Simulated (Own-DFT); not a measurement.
# How strain changes the stress of wurtzite AlGaN with randomly placed atoms, 72 atoms (Al9Ga27N36)

Calculated results; nothing here was measured. They come from Own-DFT, an in-house plane-wave density functional program, since retired, whose code no person has reviewed. Each row is one single-point run on a periodic cell that was not relaxed, without spin or spin-orbit coupling.

Settings of every run: PBE; PseudoDojo norm-conserving scalar-relativistic files; cutoff 42 hartree; 4 x 4 x 3 k mesh centred on Gamma; Fermi-Dirac smearing of 0.1 eV.

Known limits: forces on such cells passed a denser k mesh, each cell not checked; stress not checked against mesh or cutoff.

Unstrained cell vectors in Å: (9.509, 0.000, 0.000); (-4.755, 8.235, 0.000); (0.000, 0.000, 10.268). The unstrained cell has measured lattice constants (interpolated for alloys), not those of this functional. That, the random moves and any unrelaxed bonds set the pressure at no strain. Each run strains this cell uniformly, with the atoms carried along. Every atom was also moved at random, by a Gaussian of width 0.05 Å on each axis. The random placing of the alloy's atoms differs from row to row. Strain is the symmetric tensor, in per cent. Stress is positive in tension, and the pressure is minus a third of its trace.

```
run,e_xx (%),e_yy (%),e_zz (%),s_xx (GPa),s_yy (GPa),s_zz (GPa),P (GPa),E (meV/atom)
1,-3.00,-3.00,0.00,-28.07,-27.63,-13.33,23.01,108.1
2,0.25,0.25,0.00,-5.28,-4.52,-8.17,5.99,0.0
3,-0.50,-0.50,0.00,-12.32,-8.31,-8.95,9.86,26.8
4,-0.75,-0.75,0.00,-11.46,-12.74,-8.54,10.91,28.5
5,-2.25,-2.25,0.00,-22.01,-22.96,-9.62,18.20,67.2
6,-0.25,-0.25,0.00,-10.04,-8.57,-8.13,8.91,35.4
7,1.25,1.25,0.00,-2.44,-0.23,-5.22,2.63,13.1
8,-1.50,-1.50,0.00,-15.32,-15.05,-11.36,13.91,42.4
9,0.50,0.50,0.00,?,?,?,?,?
```

E is the free energy for each atom above the lowest run shown.

## Worked fit

The change of volume is close to e_xx + e_yy + e_zz. A straight line through the runs shown gives P = 7.67 - 241 x (fractional change of volume) GPa, with an error of 11 on the slope and a scatter of 0.77 GPa. The strain isn't the same on all axes and the cell isn't cubic, so the slope belongs to this path and is not the bulk modulus.

## Withheld run

Question: what pressure should run 9 give? Its volume changes by 1.00 %.

The line gives 5.3 GPa. The calculation gave 4.78 GPa.
